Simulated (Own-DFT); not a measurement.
# A pressure from energies alone: monoclinic HfO2, 94 atoms (Hf32O62), with two O vacancies

Calculated, not measured. Each geometry was run twice at fixed positions with Own-DFT, a retired in-house plane-wave program that no person has reviewed: with PBE, and with HSE06 (exact exchange share 0.25 at short range, screening 0.11 per bohr, Gygi-Baldereschi treatment of its divergence). Both used PseudoDojo norm-conserving files made for PBE, a cutoff of 48 hartree, the Gamma point alone, fixed occupations, a neutral cell and no spin. With Gamma alone and a thickness of 10.1 Å, finite-size errors remain in every number. The hafnium file keeps the 4f electrons in the core, and its forces lie about 75 meV/Å off all-electron values. The oxygen file's force components were 24 meV/Å off all-electron values in a glass.

Unstrained cell vectors in Å: (10.234, 0.000, 0.000); (0.000, 10.350, 0.000); (-1.695, 0.000, 10.445), volume V0 = 1106.4 Å³, from measured lattice constants. Each geometry has its own random strain of a few per cent, its own defect sites and random moves of rms u per axis. HSE06 gave the energy alone. D is its energy less that of PBE, over the lowest D shown. The PBE stress wasn't checked against mesh or cutoff.

| run | V - V0 (Å³) | u (Å) | P with PBE (GPa) | D (eV) |
|---|---|---|---|---|
| 1 | -29.1 | 0.0496 | 11.80 | 0.304 |
| 2 | 22.0 | 0.0459 | -0.49 | 1.592 |
| 3 | -40.2 | 0.0504 | 16.03 | 0.031 |
| 4 | -25.6 | 0.0515 | 12.72 | 0.347 |
| 5 | -35.9 | 0.0308 | 11.94 | 0.002 |
| 6 | -6.4 | 0.0560 | 8.62 | 0.991 |
| 7 | -7.1 | 0.0503 | 6.60 | 0.960 |
| 8 | -35.1 | 0.0525 | 13.66 | 0.293 |
| 9 | -35.7 | 0.0499 | 13.78 | 0.185 |
| 10 | -30.5 | 0.0290 | 10.68 | 0.071 |
| 11 | 1.8 | 0.0285 | 3.79 | 0.887 |
| 12 | -30.1 | 0.0465 | 13.08 | 0.251 |
| 13 | -35.6 | 0.0287 | 11.87 | 0.000 |
| 14 | -1.0 | 0.0295 | 4.47 | ? |

## Analysis

D = 0.77 + 0.0254 (V - V0) + 123 u² eV, with an error of 0.0008 on the volume slope, 17 on the last term and a scatter of 0.05 eV. Pressure is -dE/dV, and 1 eV/Å³ is 160.2 GPa, so HSE06 changes the pressure by -4.1 ± 0.1 GPa. With the ions held to the strained lattice, the PBE pressure falls by 263 ± 11 GPa per unit of volume strain; the shape of the strain isn't fitted, so the true error is larger, and a relaxed crystal would be softer. On that slope HSE06's volume at a given pressure is about 1.5 % smaller, or 0.5 % in lengths. At u = 0 and V0 the PBE pressure is 2.5 GPa, which puts the zero-pressure volume, against the measured cell and with the defects in, at +0.9 % for PBE and -0.6 % for HSE06, each good to a few tenths of a per cent.

## Prediction

The question: what D should run 14 give?

From the fit: 0.85 eV, with rows scattering by 0.05. The run itself gave 0.832 eV.
